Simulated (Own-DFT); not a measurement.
# Strain and stress in wurtzite AlGaN with randomly placed atoms, 72 atoms (Al9Ga27N36)

These are calculations, not measurements. They come from Own-DFT, an in-house plane-wave density functional program, since retired, whose code no person has reviewed. Each row is one single-point run on a periodic cell that was not relaxed, without spin or spin-orbit coupling.

Settings of every run: PBE; PseudoDojo norm-conserving scalar-relativistic files; cutoff 42 hartree; 4 x 4 x 3 k mesh centred on Gamma; Fermi-Dirac smearing of 0.1 eV.

Known limits: forces on such cells passed a denser k mesh, each cell not checked; stress not checked against mesh or cutoff.

Unstrained cell vectors in Å: (9.509, 0.000, 0.000); (-4.755, 8.235, 0.000); (0.000, 0.000, 10.268). The unstrained cell has measured lattice constants (interpolated for alloys), not those of this functional. That, the random moves and any unrelaxed bonds set the pressure at no strain. Each run strains this cell uniformly, with the atoms carried along. Every atom was also moved at random, by a Gaussian of width 0.05 Å on each axis. The random placing of the alloy's atoms differs from row to row. Strain is the symmetric tensor, in per cent. Stress is positive in tension, and the pressure is minus a third of its trace.

```
run,e_xx (%),e_yy (%),e_zz (%),s_xx (GPa),s_yy (GPa),s_zz (GPa),P (GPa),E (meV/atom)
1,-1.50,-1.50,0.00,-16.81,-17.32,-9.74,14.62,53.4
2,0.25,0.25,0.00,-6.15,-5.39,-7.86,6.46,16.8
3,-2.75,-2.75,0.00,-21.65,-26.39,-12.00,20.01,63.2
4,-0.75,-0.75,0.00,-12.42,-11.12,-7.51,10.35,15.0
5,-0.50,-0.50,0.00,-11.11,-8.78,-9.31,9.73,28.3
6,1.75,1.75,0.00,1.54,1.45,-4.30,0.44,0.0
7,2.25,2.25,0.00,4.49,2.52,-3.80,-1.07,6.4
8,2.00,2.00,0.00,2.29,1.61,-5.31,0.47,25.7
9,-1.75,-1.75,0.00,?,?,?,?,?
```

E is the free energy for each atom above the lowest run shown.

## Worked fit

The change of volume is close to e_xx + e_yy + e_zz. A straight line through the runs shown gives P = 8.08 - 208 x (fractional change of volume) GPa, with an error of 7 on the slope and a scatter of 0.66 GPa. The strain isn't the same on all axes and the cell isn't cubic, so the slope belongs to this path and is not the bulk modulus.

## Withheld run

Question: what pressure should run 9 give? Its volume changes by -3.47 %.

The line gives 15.3 GPa. The calculation gave 15.07 GPa.
